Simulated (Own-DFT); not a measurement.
# Biaxial strain at fixed height in wurtzite AlGaN with randomly placed atoms, 72 atoms (Al9Ga27N36)

No measurement is shown. These are fixed-geometry runs of a retired plane-wave code named Own-DFT, which no person has reviewed; spin and spin-orbit coupling are neglected.

All runs used: PBE; PseudoDojo norm-conserving scalar-relativistic files (stringent for Ga); cutoff 96 hartree; 4 x 4 x 3 k mesh centred on Gamma; Gaussian smearing of 0.01 eV.

Limits: forces on such cells passed a denser k mesh, each cell not checked; stress not checked against mesh or cutoff.

Unstrained cell vectors in Å: (9.509, 0.000, 0.000); (-4.755, 8.235, 0.000); (0.000, 0.000, 10.268). The unstrained cell has measured lattice constants (interpolated for alloys), not those of this functional. That, the random moves and any unrelaxed bonds set the pressure at no strain. Each run strains x and y alike by e, as a substrate would, and holds the height along z. All atoms carry random offsets, Gaussian with a width of 0.05 Å per axis. The random placing of the alloy's atoms differs from row to row. Stress is positive in tension.

```
e (%)  u (Å)  (s_xx + s_yy)/2 (GPa)  s_zz (GPa)
-3.00  0.051                 -25.68      -13.48
-1.25  0.049                 -13.70       -9.38
-1.00  0.051                 -13.70       -7.82
-0.75  0.052                 -11.25       -8.56
-0.50  0.053                  -9.39       -9.71
 0.50  0.048                  -3.36       -8.37
 0.75  0.046                  -4.26       -4.91
 1.75  0.053                      ?           ?
 2.75  0.046                   6.15       -2.54
 3.00  0.048                   7.06       -4.14
```

## Worked fit

With e as a fraction, the in-plane stress is -7.0 + 545 e - 2489 e² GPa (errors 15 and 741, scatter 0.80), and s_zz is -7.7 + 161 e GPa (slope ± 24, scatter 1.29). At e = 0 the first slope is C11 + C12 and the second 2 C13, both with the ions held to the strained lattice and at the cell's own pressure. The term in e² is negative: the layer stiffens under compression and softens under tension. A free layer would change its height as e changes, and the in-plane slope would drop by 2 C13²/C33 to the biaxial modulus. At fixed height, a misfit of 1 % moves the in-plane stress by about 5.5 GPa and s_zz by 1.6 GPa.

## Withheld run

Q: what are the two stresses at e = 1.75 %?

The fitted form gives 1.7 and -4.9 GPa. The calculation gave 1.41 and -4.64 GPa.
